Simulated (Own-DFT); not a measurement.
# Stretching a layer in its plane: wurtzite AlGaN with randomly placed atoms, 72 atoms (Al27Ga9N36)

Everything here is calculated. The program is Own-DFT (plane waves, in-house, since retired, never reviewed by a person); positions were held fixed, and spin and spin-orbit coupling were off.

Method: PBE; PseudoDojo norm-conserving scalar-relativistic files (stringent for Ga); cutoff 96 hartree; 4 x 4 x 3 k mesh centred on Gamma; Gaussian smearing of 0.01 eV.

Known weak points: forces on such cells passed a denser k mesh, each cell not checked; stress not checked against mesh or cutoff.

Unstrained cell vectors in Å: (9.394, 0.000, 0.000); (-4.697, 8.135, 0.000); (0.000, 0.000, 10.066). The unstrained cell has measured lattice constants (interpolated for alloys), not those of this functional. That, the random moves and any unrelaxed bonds set the pressure at no strain. Each run strains x and y alike by e, as a substrate would, and holds the height along z. Each atom got a random Gaussian move of width 0.05 Å along each axis. The random placing of the alloy's atoms differs from row to row. Stress is positive in tension.

```
e (%),u (Å),(s_xx + s_yy)/2 (GPa),s_zz (GPa)
-3.00,0.049,-27.83,-10.01
-2.75,0.052,-25.61,-10.10
-2.50,0.050,-22.05,-11.81
-2.00,0.053,-19.30,-10.46
-0.50,0.052,-9.72,-8.71
-0.25,0.053,-7.58,-9.28
1.00,0.045,-0.09,-5.37
2.50,0.052,6.67,-3.34
2.75,0.053,?,?
3.00,0.054,8.84,-5.86
```

## Fit

With e as a fraction, the in-plane stress is -6.0 + 600 e - 3557 e² GPa (errors 10 and 624, scatter 0.64), and s_zz is -7.8 + 112 e GPa (slope ± 20, scatter 1.29). At e = 0 the first slope is C11 + C12 and the second 2 C13, both with the ions held to the strained lattice and at the cell's own pressure. The term in e² is negative: the layer stiffens under compression and softens under tension. A free layer would change its height as e changes, and the in-plane slope would drop by 2 C13²/C33 to the biaxial modulus. At fixed height, a misfit of 1 % moves the in-plane stress by about 6.0 GPa and s_zz by 1.1 GPa.

## Prediction

The question: what are the two stresses at e = 2.75 %?

Estimate: 7.8 and -4.7 GPa. The run itself gave 7.17 and -2.35 GPa.
